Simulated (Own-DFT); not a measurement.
# How strain changes the stress of diamond-structure SiGeSn with randomly placed atoms, 64 atoms (Ge52Si8Sn4)

These are calculations, not measurements. They come from Own-DFT, an in-house plane-wave density functional program, since retired, whose code no person has reviewed. Each row is one single-point run on a periodic cell that was not relaxed, without spin or spin-orbit coupling.

Settings of every run: PBE; PseudoDojo norm-conserving scalar-relativistic files; cutoff 49 hartree; 3 x 3 x 3 k mesh centred on Gamma; Fermi-Dirac smearing of 0.1 eV.

Known limits: forces on such cells moved up to 12 meV/angstrom on a denser k mesh; stress not checked against mesh or cutoff.

Unstrained cell vectors in Å: (11.363, 0.000, 0.000); (0.000, 11.363, 0.000); (0.000, 0.000, 11.363). The unstrained cell has measured lattice constants (interpolated for alloys), not those of this functional. That, the random moves and any unrelaxed bonds set the pressure at no strain. Each run strains this cell uniformly, with the atoms carried along. Every atom was also moved at random, by a Gaussian of width 0.05 Å on each axis. The random placing of the alloy's atoms differs from row to row. Strain is the symmetric tensor, in per cent. Stress is positive in tension, and the pressure is minus a third of its trace.

| run | e_xx (%) | e_yy (%) | e_zz (%) | s_xx (GPa) | s_yy (GPa) | s_zz (GPa) | P (GPa) | E (meV/atom) |
|---|---|---|---|---|---|---|---|---|
| 1 | -0.25 | -0.25 | 0.00 | -5.28 | -5.09 | -5.13 | 5.17 | 39.3 |
| 2 | 3.00 | 3.00 | 0.00 | 0.13 | 0.12 | -1.74 | 0.49 | 0.0 |
| 3 | 0.75 | 0.75 | 0.00 | -3.50 | -3.39 | -3.75 | 3.54 | 19.3 |
| 4 | -2.75 | -2.75 | 0.00 | -10.44 | -10.17 | -8.44 | 9.68 | 86.1 |
| 5 | -0.50 | -0.50 | 0.00 | -5.55 | -5.44 | -5.26 | 5.42 | 33.8 |
| 6 | -1.25 | -1.25 | 0.00 | -6.96 | -6.97 | -6.24 | 6.73 | 45.8 |
| 7 | 1.25 | 1.25 | 0.00 | -2.53 | -2.53 | -3.34 | 2.80 | 10.8 |
| 8 | 1.75 | 1.75 | 0.00 | -1.96 | -1.87 | -2.81 | 2.21 | 15.0 |
| 9 | 2.00 | 2.00 | 0.00 | ? | ? | ? | ? | ? |

E is the free energy for each atom above the lowest run shown.

## Worked fit

The change of volume is close to e_xx + e_yy + e_zz. A straight line through the runs shown gives P = 4.92 - 79 x (fractional change of volume) GPa, with an error of 3 on the slope and a scatter of 0.31 GPa. The strain isn't the same on all axes, but the crystal is cubic, so the slope still estimates the bulk modulus, averaged over pressures from 0.5 to 9.7 GPa.

## Withheld run

Question: what pressure should run 9 give? Its volume changes by 4.04 %.

The line gives 1.7 GPa. The calculation gave 1.67 GPa.
